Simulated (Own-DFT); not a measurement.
# Stretching a layer in its plane: wurtzite AlN, 72 atoms (Al36N36)

No measurement is shown. These are fixed-geometry runs of a retired plane-wave code named Own-DFT, which no person has reviewed; spin and spin-orbit coupling are neglected.

Method: PBE; PseudoDojo norm-conserving scalar-relativistic files; cutoff 42 hartree; 4 x 4 x 3 k mesh centred on Gamma; Gaussian smearing of 0.01 eV.

Caveats: k mesh not checked against a denser one; stress not checked against mesh or cutoff.

Unstrained cell vectors in Å: (9.336, 0.000, 0.000); (-4.668, 8.085, 0.000); (0.000, 0.000, 9.964). The unstrained cell has measured lattice constants (interpolated for alloys), not those of this functional. That, the random moves and any unrelaxed bonds set the pressure at no strain. Each run strains x and y alike by e, as a substrate would, and holds the height along z. Random moves of width 0.05 Å per axis were added to every atom. Stress is positive in tension.

| e (%) | u (Å) | (s_xx + s_yy)/2 (GPa) | s_zz (GPa) |
|---|---|---|---|
| -3.00 | 0.047 | -25.20 | -10.51 |
| -2.75 | 0.049 | -25.67 | -8.56 |
| -2.50 | 0.051 | -21.07 | -12.67 |
| -1.75 | 0.051 | -17.08 | -7.33 |
| -1.25 | 0.051 | ? | ? |
| -0.50 | 0.051 | -8.60 | -8.10 |
| -0.25 | 0.050 | -7.84 | -4.57 |
| 2.00 | 0.052 | 3.41 | -3.02 |
| 2.25 | 0.050 | 5.88 | -2.45 |
| 3.00 | 0.052 | 9.47 | -2.68 |

## Fit

With e as a fraction, the in-plane stress is -6.2 + 579 e - 2378 e² GPa (errors 16 and 1061, scatter 1.01), and s_zz is -6.1 + 144 e GPa (slope ± 25, scatter 1.65). At e = 0 the first slope is C11 + C12 and the second 2 C13, both with the ions held to the strained lattice and at the cell's own pressure. A free layer would change its height as e changes, and the in-plane slope would drop by 2 C13²/C33 to the biaxial modulus. At fixed height, a misfit of 1 % moves the in-plane stress by about 5.8 GPa and s_zz by 1.4 GPa.

## The run left out

The question: what are the two stresses at e = -1.25 %?

The fit gives -13.8 and -7.9 GPa. DFT gave -14.53 and -5.08 GPa.
